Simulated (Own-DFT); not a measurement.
# Point defects and the pressure they add: B20 RuSi

Source: density functional calculations with Own-DFT, an unreviewed in-house program that is no longer used. Nothing was measured or relaxed, and spin and spin-orbit coupling are left out.

Method: PBE; PseudoDojo norm-conserving scalar-relativistic files; cutoff 50 hartree; 5 x 4 x 5 k mesh centred on Gamma; cold (Marzari-Vanderbilt) smearing of 0.2 eV.

Keep in mind (not all hold for every row): not probed for a lower state with spin; forces on such cells failed a check on a denser k mesh; stress not checked against mesh or cutoff.

All runs share one cell, with vectors in Å (4.709, 0.000, 4.709); (0.000, 9.417, 0.000); (-4.709, 0.000, 4.709) and a volume of 417.6 Å³. u is the rms random offset of the atoms per axis. The defect's site can differ from row to row.

| cell | formula | u (Å) | P (GPa) |
|---|---|---|---|
| no defect | Ru16Si16 | 0.0192 | 4.44 |
| no defect | Ru16Si16 | 0.0503 | 6.03 |
| no defect | Ru16Si16 | 0.0535 | 5.62 |
| one Si on a Ru site | Ru15Si17 | 0.0315 | ? |
| one Si on a Ru site | Ru15Si17 | 0.0338 | 6.34 |
| one Si on a Ru site | Ru15Si17 | 0.0493 | 6.99 |
| one Si on a Ru site | Ru15Si17 | 0.0552 | 7.47 |
| one Ru on a Si site | Ru17Si15 | 0.0241 | 7.85 |
| one Ru on a Si site | Ru17Si15 | 0.0487 | 9.45 |
| one Ru on a Si site | Ru17Si15 | 0.0559 | 9.80 |
| one Si vacancy | Ru16Si15 | 0.0246 | 2.61 |
| one Si vacancy | Ru16Si15 | 0.0281 | 2.24 |
| one Si vacancy | Ru16Si15 | 0.0527 | 3.13 |
| one Ru vacancy | Ru15Si16 | 0.0292 | 2.53 |
| one Ru vacancy | Ru15Si16 | 0.0292 | 3.34 |
| one Ru vacancy | Ru15Si16 | 0.0552 | 3.45 |

## Analysis

P = P0 + c u² + a shift for each defect gives P0 = 4.40 GPa, c = 502 ± 97 GPa/Å² and a scatter of 0.38 GPa. The shifts, and each times the cell's volume:

- one Ru on a Si site: 3.62 ± 0.31 GPa, 9.4 eV
- one Si on a Ru site: 1.43 ± 0.31 GPa, 3.7 eV
- one Ru vacancy: -2.09 ± 0.31 GPa, -5.4 eV
- one Si vacancy: -2.44 ± 0.31 GPa, -6.4 eV

Against the defect-free cell, a freed cell would be larger where the shift is positive and smaller where it is negative (160.2 GPa Å³ is 1 eV). The atoms around the defects weren't relaxed, which would change these numbers.

## Withheld run

Asked: what pressure belongs in the blank (one Si on a Ru site, u = 0.0315 Å)?

The fit gives 6.33 ± 0.45 GPa. The run itself gave 5.67 GPa.
